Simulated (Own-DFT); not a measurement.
Hf₃₆O₇₁ (tetragonal hafnia with one neutral oxygen vacancy, atoms displaced) (calculated)

A calculation, not a measurement: plane-wave PBE and HSE06 DFT by an unreviewed code, no spin, of a simulated cell at Gamma alone, so results move with cell size and shape, stress positive in tension, energies less offsets, not probed for a lower state with spin; hafnium file: forces about 75 meV/angstrom off all-electron values; oxygen file: force components 24 meV/angstrom off all-electron in a glass; k mesh not checked against a denser one; forces and stress are PBE's, HSE06 gives the energy alone, and its difference from PBE has offsets of its own; offsets are fitted by least squares, one for each functional and potential file, so energies compare only between cells with the same atoms and settings and are not formation energies; the far tail of each file's local potential was reset to the Coulomb form; each entry is a single point on an unrelaxed cell, so the pressure reflects the starting lattice, taken from the Materials Project, from which strain is counted, and rises with the displacements; printed positions are rounded, which can move forces by about a meV/angstrom; the program is a retired in-house code; no spin-orbit coupling. Program: Own-DFT development build.

Settings shared by all entries: first functional PBE; second functional HSE06; exact exchange share 0.25; screening 0.11 1/bohr; exchange divergence Gygi-Baldereschi; potential files PseudoDojo norm-conserving, scalar-relativistic, made for PBE, standard set; wave cutoff 48 hartree; occupations fixed; k mesh 1 x 1 x 1 centred on Gamma.

(1) Hf₃₆O₇₁ (tetragonal hafnia with one neutral oxygen vacancy, atoms displaced)

```cif
# cell vector a (Å): 10.7800 0.0000 0.0000
# cell vector b (Å): 0.0000 10.7800 0.0000
# cell vector c (Å): 0.0000 0.0000 10.4493
data_Hf36O71
_symmetry_space_group_name_H-M 'P 1'
_symmetry_Int_Tables_number 1
_cell_length_a 10.7800
_cell_length_b 10.7800
_cell_length_c 10.4493
_cell_angle_alpha 90.000
_cell_angle_beta 90.000
_cell_angle_gamma 90.000
_cell_volume 1214.30
loop_
_atom_site_label
_atom_site_type_symbol
_atom_site_fract_x
_atom_site_fract_y
_atom_site_fract_z
_atom_site_occupancy
Hf1 Hf 0.99778 0.00413 0.00340 1
Hf2 Hf 0.16293 0.16929 0.24907 1
O1 O 0.99991 0.16928 0.15546 1
O2 O 0.16874 0.99940 0.34225 1
O3 O 0.00081 0.16713 0.39799 1
O4 O 0.17093 0.00271 0.09732 1
Hf3 Hf 0.00030 0.00407 0.49933 1
Hf4 Hf 0.16844 0.16126 0.74831 1
O5 O 0.00166 0.16609 0.65445 1
O6 O 0.16827 0.00262 0.84512 1
O7 O 0.99873 0.16311 0.89808 1
O8 O 0.16557 0.99500 0.59641 1
Hf5 Hf 0.00378 0.33740 0.00441 1
Hf6 Hf 0.16723 0.50043 0.25187 1
O9 O 0.99863 0.50177 0.14738 1
O10 O 0.16846 0.33848 0.34403 1
O11 O 0.00388 0.50419 0.40474 1
O12 O 0.16901 0.33636 0.10145 1
Hf7 Hf 0.99838 0.33446 0.49455 1
Hf8 Hf 0.16755 0.50082 0.75018 1
O13 O 0.00128 0.50179 0.65300 1
O14 O 0.17033 0.33700 0.84928 1
O15 O 0.00466 0.50521 0.90611 1
O16 O 0.16429 0.33254 0.59540 1
Hf9 Hf 0.99843 0.66334 0.99656 1
Hf10 Hf 0.16787 0.83683 0.24474 1
O17 O 0.00044 0.83661 0.15368 1
O18 O 0.16938 0.67108 0.34901 1
O19 O 0.00306 0.82833 0.40729 1
O20 O 0.17147 0.67200 0.09842 1
Hf11 Hf 0.99721 0.67013 0.50023 1
Hf12 Hf 0.16610 0.83234 0.75167 1
O21 O 0.99980 0.82771 0.65167 1
O22 O 0.16891 0.66662 0.85110 1
O23 O 0.00118 0.82975 0.90593 1
O24 O 0.16721 0.66390 0.60618 1
Hf13 Hf 0.33526 0.99567 0.00056 1
Hf14 Hf 0.49879 0.16763 0.24502 1
O25 O 0.33021 0.16336 0.14757 1
O26 O 0.49933 0.00029 0.34836 1
O27 O 0.32814 0.16921 0.40079 1
O28 O 0.49833 0.99747 0.09782 1
Hf15 Hf 0.33077 0.99691 0.50280 1
Hf16 Hf 0.50194 0.16440 0.74915 1
O29 O 0.33135 0.16753 0.65740 1
O30 O 0.49336 0.00505 0.84064 1
O31 O 0.33143 0.17481 0.90515 1
O32 O 0.49846 0.99588 0.60129 1
Hf17 Hf 0.33249 0.32503 0.00362 1
Hf18 Hf 0.49588 0.49634 0.24992 1
O33 O 0.33226 0.50277 0.15109 1
O34 O 0.49783 0.33210 0.34233 1
O35 O 0.32703 0.49838 0.39825 1
O36 O 0.49843 0.33118 0.09615 1
Hf19 Hf 0.33062 0.33249 0.49087 1
Hf20 Hf 0.50414 0.50435 0.75165 1
O37 O 0.33560 0.50161 0.65545 1
O38 O 0.49905 0.33321 0.84328 1
O39 O 0.33209 0.49544 0.90174 1
O40 O 0.50067 0.33310 0.60015 1
Hf21 Hf 0.33699 0.66683 0.99723 1
Hf22 Hf 0.49563 0.83475 0.24736 1
O41 O 0.32992 0.83458 0.15201 1
O42 O 0.50648 0.66726 0.34558 1
O43 O 0.33493 0.83484 0.40104 1
O44 O 0.50267 0.66173 0.09320 1
Hf23 Hf 0.33517 0.66463 0.49784 1
Hf24 Hf 0.49741 0.83397 0.75434 1
O45 O 0.33516 0.83419 0.65276 1
O46 O 0.49966 0.66790 0.84085 1
O47 O 0.33795 0.83136 0.90027 1
O48 O 0.50321 0.66963 0.60080 1
Hf25 Hf 0.66641 0.00160 0.00261 1
Hf26 Hf 0.82991 0.16787 0.25189 1
O49 O 0.66721 0.16718 0.15557 1
O50 O 0.83724 0.99691 0.34805 1
O51 O 0.66595 0.16622 0.40020 1
O52 O 0.83384 0.99825 0.09870 1
Hf27 Hf 0.66441 0.99971 0.49922 1
Hf28 Hf 0.83721 0.16475 0.74647 1
O53 O 0.66337 0.16927 0.65738 1
O54 O 0.83383 0.99888 0.84846 1
O55 O 0.66509 0.16513 0.90594 1
O56 O 0.82981 0.00513 0.59155 1
Hf29 Hf 0.66224 0.33353 0.99714 1
Hf30 Hf 0.83566 0.50086 0.25386 1
O57 O 0.66639 0.49599 0.15372 1
O58 O 0.83241 0.33339 0.34665 1
O59 O 0.66623 0.49244 0.40162 1
O60 O 0.83197 0.33870 0.09918 1
Hf31 Hf 0.66714 0.32968 0.49728 1
Hf32 Hf 0.83258 0.50204 0.75036 1
O61 O 0.66395 0.50217 0.65425 1
O62 O 0.66696 0.50163 0.90794 1
O63 O 0.83192 0.33765 0.59459 1
Hf33 Hf 0.66383 0.67041 0.99885 1
Hf34 Hf 0.83931 0.83005 0.24858 1
O64 O 0.67617 0.83442 0.15403 1
O65 O 0.83347 0.66600 0.34479 1
O66 O 0.66574 0.83555 0.40375 1
O67 O 0.83132 0.66167 0.09493 1
Hf35 Hf 0.66397 0.66904 0.49943 1
Hf36 Hf 0.83296 0.83257 0.75053 1
O68 O 0.66988 0.83296 0.64404 1
O69 O 0.83416 0.67116 0.85372 1
O70 O 0.66334 0.83634 0.90368 1
O71 O 0.83471 0.66989 0.59503 1
```

- PBE energy of cell above offsets: -100.199 eV
- HSE06 less PBE above offsets: -0.125 eV
- PBE pressure: 1.46 GPa
- PBE stress xx: -0.37 GPa
- PBE stress yy: -1.78 GPa
- PBE stress zz: -2.23 GPa
- PBE stress yz: 0.24 GPa
- PBE stress xz: 0.38 GPa
- PBE stress xy: -0.07 GPa

Force:
```
element  x (eV/Å)  y (eV/Å)  z (eV/Å)
     Hf     0.306    -0.895    -0.551
     Hf     0.916    -0.379     0.114
      O    -0.451    -0.133    -0.742
      O    -0.314     0.552     0.634
      O     0.212     0.198     0.435
      O    -0.938    -0.157    -0.395
     Hf    -0.633    -0.981    -0.423
     Hf     0.081     2.074     0.669
      O    -0.287    -0.307    -0.985
      O     0.261    -1.095     0.467
      O    -0.405     1.051     0.758
      O     -0.15     0.292     0.044
     Hf    -0.518    -0.119    -0.702
     Hf     0.002     1.595    -0.874
      O     0.627    -0.212     0.872
      O    -0.424    -1.103     0.497
      O    -0.315    -0.805    -0.662
      O    -0.532    -0.337     0.176
     Hf     0.403     0.618     1.099
     Hf     0.672    -0.073     0.007
      O    -0.939    -0.238     0.419
      O    -0.853    -1.115    -0.101
      O    -0.663    -1.649    -0.978
      O     0.161     0.013    -0.662
     Hf      0.53     0.967     1.331
     Hf    -0.696    -1.137     0.727
      O     0.248     0.055    -0.138
      O     0.243    -0.374     -0.15
      O    -0.182     1.753    -0.643
      O    -0.612    -0.133    -0.292
     Hf     1.175     -0.51     0.979
     Hf    -0.253      -0.8    -0.246
      O    -0.179     0.668     0.634
      O     0.136     0.365    -0.174
      O     0.232     1.406    -0.323
      O     0.392     0.427    -1.177
     Hf    -0.658     1.257     -0.67
     Hf    -0.389    -0.321     0.524
      O     0.552     0.208     0.687
      O    -0.131      0.28    -0.475
      O     0.112    -0.857      0.03
      O     0.491    -0.115    -0.014
     Hf     0.768     0.333    -0.295
     Hf    -0.794     1.934    -0.339
      O      0.32    -0.479    -0.855
      O     0.014    -1.186     1.625
      O     0.006     -2.77    -0.523
      O     0.102      0.37    -0.724
     Hf    -0.249     2.222     -0.93
     Hf     1.141     0.671    -0.743
      O     0.231     0.039     0.453
      O    -0.307    -0.381     0.454
      O     0.682     0.618     0.197
      O     0.118    -0.238      0.44
     Hf     0.407     0.119      2.23
     Hf    -1.363    -1.823    -0.456
      O     0.087     0.227    -0.707
      O     0.685     0.068     0.704
      O     0.442     0.995     0.668
      O     -0.33    -0.082    -1.533
     Hf    -1.372    -1.823    -0.003
     Hf     1.264      0.07     0.784
      O     1.422     0.179    -0.639
      O    -0.576    -0.271     0.026
      O     0.329    -0.379      0.09
      O    -0.572     0.782      0.44
     Hf    -0.855     0.135     0.942
     Hf     0.605     0.528    -1.561
      O    -0.599     0.015    -0.037
      O     0.178     0.196     1.362
      O     0.061     0.512     0.123
      O    -0.687    -0.043    -0.794
     Hf      0.79    -0.296     0.007
     Hf     0.336    -0.537    -0.066
      O    -0.363    -0.279    -0.494
      O     0.107     0.539    -0.272
      O     0.191    -0.112    -0.021
      O    -0.125     0.634    -0.186
     Hf    -0.427    -0.661     0.001
     Hf    -0.478     0.494     0.726
      O     1.286    -0.292    -0.639
      O    -0.074     0.021      -0.3
      O     0.318     0.033    -0.098
      O     0.964     0.196     0.635
     Hf     0.627     0.567     0.409
     Hf    -1.075    -0.077    -1.474
      O    -0.419     0.075     0.517
      O     0.546    -0.281     0.313
      O     0.005     1.073     0.384
      O     0.343    -0.708    -1.056
     Hf    -0.863     0.525     0.981
     Hf     0.202    -0.413    -0.229
      O      1.33     0.227     0.024
      O     0.265    -0.076    -0.845
      O     0.413    -0.351     0.386
     Hf     1.361    -0.475     0.672
     Hf    -0.555     0.428     0.431
      O    -1.887    -0.047    -0.217
      O     -0.02     0.035     0.546
      O    -0.085    -0.224    -0.327
      O     0.184     0.287     0.322
     Hf     0.315    -0.134    -0.127
     Hf     0.105    -0.096    -0.385
      O    -0.247     0.093     1.373
      O    -0.263     -0.56    -1.014
      O    -0.386     0.269     -0.42
      O    -0.808    -0.349     0.305
```

(2) Hf₃₆O₇₁ (tetragonal hafnia with one neutral oxygen vacancy, atoms displaced)

```cif
# cell vector a (Å): 10.7800 0.0000 0.0000
# cell vector b (Å): 0.0000 10.7800 0.0000
# cell vector c (Å): 0.0000 0.0000 10.4493
data_Hf36O71
_symmetry_space_group_name_H-M 'P 1'
_symmetry_Int_Tables_number 1
_cell_length_a 10.7800
_cell_length_b 10.7800
_cell_length_c 10.4493
_cell_angle_alpha 90.000
_cell_angle_beta 90.000
_cell_angle_gamma 90.000
_cell_volume 1214.30
loop_
_atom_site_label
_atom_site_type_symbol
_atom_site_fract_x
_atom_site_fract_y
_atom_site_fract_z
_atom_site_occupancy
Hf1 Hf 0.99773 0.99947 0.99255 1
Hf2 Hf 0.17256 0.17545 0.24858 1
O1 O 0.99576 0.16372 0.15002 1
O2 O 0.17538 0.00273 0.34835 1
O3 O 0.99784 0.16938 0.41111 1
O4 O 0.16216 0.00192 0.09728 1
Hf3 Hf 0.00535 0.00065 0.50286 1
Hf4 Hf 0.16733 0.16723 0.74789 1
O5 O 0.00386 0.16958 0.65476 1
O6 O 0.16061 0.99600 0.85110 1
O7 O 0.01497 0.16653 0.90043 1
O8 O 0.16848 0.99918 0.60523 1
Hf5 Hf 0.00253 0.33163 0.99695 1
Hf6 Hf 0.16917 0.49485 0.24179 1
O9 O 0.99244 0.49374 0.15382 1
O10 O 0.17340 0.33464 0.35072 1
O11 O 0.00100 0.49244 0.40083 1
O12 O 0.17103 0.33629 0.09338 1
Hf7 Hf 0.00656 0.33776 0.50324 1
Hf8 Hf 0.16019 0.50102 0.75227 1
O13 O 0.00081 0.50122 0.65770 1
O14 O 0.16733 0.31890 0.84791 1
O15 O 0.99839 0.50435 0.90033 1
O16 O 0.15598 0.32558 0.59501 1
Hf9 Hf 0.00445 0.67440 0.98539 1
Hf10 Hf 0.16382 0.83223 0.25263 1
O17 O 0.99829 0.83612 0.15077 1
O18 O 0.16660 0.66732 0.34955 1
O19 O 0.00023 0.82445 0.40222 1
O20 O 0.17119 0.66771 0.10334 1
Hf11 Hf 0.00095 0.67827 0.50255 1
Hf12 Hf 0.16659 0.82716 0.74817 1
O21 O 0.99623 0.83091 0.65749 1
O22 O 0.16424 0.66339 0.84494 1
O23 O 0.99964 0.83313 0.90096 1
O24 O 0.16758 0.67163 0.59123 1
Hf13 Hf 0.32920 0.00579 0.98927 1
Hf14 Hf 0.49801 0.17234 0.24525 1
O25 O 0.33495 0.16128 0.15457 1
O26 O 0.49596 0.00022 0.34961 1
O27 O 0.32468 0.16422 0.40577 1
O28 O 0.50521 0.99773 0.09600 1
Hf15 Hf 0.33445 0.00261 0.49187 1
Hf16 Hf 0.51544 0.16416 0.75301 1
O29 O 0.33285 0.16387 0.64977 1
O30 O 0.50163 0.99575 0.84219 1
O31 O 0.33370 0.16160 0.91030 1
O32 O 0.49936 0.99801 0.59768 1
Hf17 Hf 0.32755 0.32683 0.99022 1
Hf18 Hf 0.49034 0.50068 0.25185 1
O33 O 0.33234 0.49574 0.15057 1
O34 O 0.49975 0.33469 0.34845 1
O35 O 0.33924 0.49861 0.39422 1
O36 O 0.50001 0.33067 0.09565 1
Hf19 Hf 0.32674 0.33863 0.50198 1
Hf20 Hf 0.50120 0.50160 0.74598 1
O37 O 0.33463 0.50376 0.65308 1
O38 O 0.50087 0.33101 0.84563 1
O39 O 0.32974 0.49757 0.89733 1
O40 O 0.49770 0.32942 0.59835 1
Hf21 Hf 0.32936 0.66484 0.99532 1
Hf22 Hf 0.49957 0.83428 0.25626 1
O41 O 0.33275 0.83894 0.14777 1
O42 O 0.49871 0.66363 0.34372 1
O43 O 0.34067 0.83369 0.40461 1
O44 O 0.50173 0.66069 0.10611 1
Hf23 Hf 0.33530 0.66583 0.49830 1
Hf24 Hf 0.50481 0.82380 0.74564 1
O45 O 0.50183 0.66761 0.84898 1
O46 O 0.33754 0.83430 0.90175 1
O47 O 0.49720 0.66112 0.58979 1
Hf25 Hf 0.66376 0.00365 0.00206 1
Hf26 Hf 0.84143 0.15895 0.24783 1
O48 O 0.66037 0.16527 0.14825 1
O49 O 0.82818 0.99762 0.34629 1
O50 O 0.67355 0.16449 0.41045 1
O51 O 0.83273 0.00254 0.09610 1
Hf27 Hf 0.66943 0.99970 0.50155 1
Hf28 Hf 0.82854 0.16230 0.74994 1
O52 O 0.66629 0.16597 0.65319 1
O53 O 0.82843 0.01032 0.84831 1
O54 O 0.66693 0.16311 0.91004 1
O55 O 0.83293 0.00001 0.59975 1
Hf29 Hf 0.66127 0.34164 0.00767 1
Hf30 Hf 0.82987 0.50102 0.24231 1
O56 O 0.66462 0.50476 0.15589 1
O57 O 0.82911 0.33822 0.35281 1
O58 O 0.66571 0.49567 0.40964 1
O59 O 0.82938 0.33649 0.10327 1
Hf31 Hf 0.67322 0.33739 0.50049 1
Hf32 Hf 0.82600 0.49971 0.74231 1
O60 O 0.65864 0.51033 0.65404 1
O61 O 0.83290 0.34387 0.84600 1
O62 O 0.67564 0.50403 0.90441 1
O63 O 0.83529 0.33304 0.59793 1
Hf33 Hf 0.66056 0.66753 0.00397 1
Hf34 Hf 0.82930 0.83185 0.25080 1
O64 O 0.67135 0.83540 0.14871 1
O65 O 0.82405 0.67172 0.35154 1
O66 O 0.65903 0.83013 0.40287 1
O67 O 0.83658 0.67018 0.10081 1
Hf35 Hf 0.67104 0.66855 0.50158 1
Hf36 Hf 0.83262 0.83988 0.75075 1
O68 O 0.65499 0.83050 0.64994 1
O69 O 0.83647 0.66304 0.85349 1
O70 O 0.67263 0.83210 0.90131 1
O71 O 0.83657 0.66099 0.59368 1
```

- PBE energy of cell above offsets: -96.411 eV
- HSE06 less PBE above offsets: 0.070 eV
- PBE pressure: 2.66 GPa
- PBE stress xx: -2.37 GPa
- PBE stress yy: -2.75 GPa
- PBE stress zz: -2.87 GPa
- PBE stress yz: 1.64 GPa
- PBE stress xz: 0.49 GPa
- PBE stress xy: 0.02 GPa

Force:
```
element  x (eV/Å)  y (eV/Å)  z (eV/Å)
     Hf     0.984     0.542     1.905
     Hf    -0.487    -2.159     0.303
      O     1.758     0.889     0.015
      O    -1.207    -0.421     0.032
      O      0.12     -1.07    -1.009
      O     0.207     0.352    -0.499
     Hf     0.256     0.781    -0.095
     Hf     0.233    -2.338    -0.967
      O     -1.46    -1.053     0.152
      O     0.664    -0.268    -0.686
      O    -1.454     0.101     0.534
      O    -0.429    -1.112    -0.945
     Hf     -1.89     0.846     0.231
     Hf    -1.719     1.697     1.125
      O     2.311    -0.234    -0.622
      O    -0.133     0.091    -0.568
      O     0.375     2.013     0.384
      O    -0.969    -0.423     0.793
     Hf    -3.788      0.16     -1.57
     Hf     0.677    -1.141    -0.186
      O     0.084    -0.097    -0.488
      O     0.469      3.53     0.506
      O     1.447    -1.292     0.273
      O     3.717     0.794     1.697
     Hf     -1.91    -1.844     3.041
     Hf     0.718     0.228    -1.397
      O     0.375     -0.03     0.312
      O     0.229    -0.624    -0.515
      O     0.197     3.441     -0.49
      O    -0.696    -0.346    -1.178
     Hf     0.115    -3.692    -0.533
     Hf     1.659     1.557      -0.5
      O     0.315     0.018    -0.687
      O     0.167     0.692     0.591
      O    -0.487     1.147    -1.278
      O     -0.04     0.274     1.332
     Hf     0.194    -3.943     3.009
     Hf     1.264    -0.764     0.943
      O     -0.63     0.564    -0.532
      O     0.172     0.944     -0.37
      O     0.203     2.039    -0.836
      O     -1.56     0.139    -0.071
     Hf     0.605    -0.028     1.625
     Hf    -2.867    -0.212    -0.538
      O     0.346     0.441     0.943
      O     0.133      0.15     0.233
      O     0.088     1.924    -2.044
      O      0.15    -0.105    -0.344
     Hf     1.776     1.487     0.473
     Hf     1.264     0.049     0.072
      O    -0.115     0.007    -0.841
      O    -0.203    -0.883    -0.334
      O    -0.696     0.047     0.799
      O    -1.472     0.121     0.184
     Hf     1.659    -1.269     0.266
     Hf    -1.263    -0.818     0.704
      O    -1.463    -0.622    -0.584
      O     0.088     0.622      0.34
      O    -0.232    -0.073     0.421
      O      0.29     0.525    -0.208
     Hf     1.234     0.929     1.226
     Hf     -0.28     0.177    -1.356
      O     -0.06    -0.461     1.057
      O    -0.051      0.47     0.632
      O    -0.358    -0.611     0.222
      O    -1.388     0.359    -1.327
     Hf     -0.28     0.279    -0.611
     Hf    -2.931     1.615     0.911
      O     -0.02    -1.029     0.199
      O    -0.822    -0.873    -0.664
      O     0.479     0.625     1.013
     Hf    -0.012    -1.428     0.712
     Hf    -2.396     1.784     0.785
      O      1.15     0.179     1.037
      O     0.614    -0.341     0.595
      O    -0.403     0.164    -0.297
      O     0.219     0.321    -0.042
     Hf     -1.59     0.213    -0.974
     Hf     1.338     2.891    -0.455
      O     1.305    -0.246    -0.125
      O     0.884      -2.2     0.044
      O    -0.138      2.08      -1.6
      O     0.596    -0.343     0.382
     Hf     1.428    -0.607    -0.637
     Hf     0.391    -0.297     1.746
      O    -0.721    -0.567    -0.586
      O    -0.084    -1.035    -1.067
      O    -0.159     1.664    -0.313
      O     0.389    -0.467    -0.971
     Hf    -0.569    -1.226    -0.962
     Hf     0.868     0.599     1.449
      O     1.364     -0.48    -0.457
      O     0.291    -2.437     0.145
      O    -1.069    -0.351    -0.078
      O    -0.237     0.459     0.711
     Hf     1.667     0.451     0.313
     Hf     0.313    -0.715    -1.262
      O     -1.11    -0.285     0.632
      O     0.204    -0.785    -0.129
      O     0.149      1.01     0.006
      O    -0.079    -0.249    -0.576
     Hf    -0.423    -0.971    -1.229
     Hf    -1.444    -1.316     1.133
      O     3.781    -0.229    -0.614
      O     0.329     1.214    -1.613
      O     0.128     0.238    -0.357
      O    -0.637     0.483     1.035
```
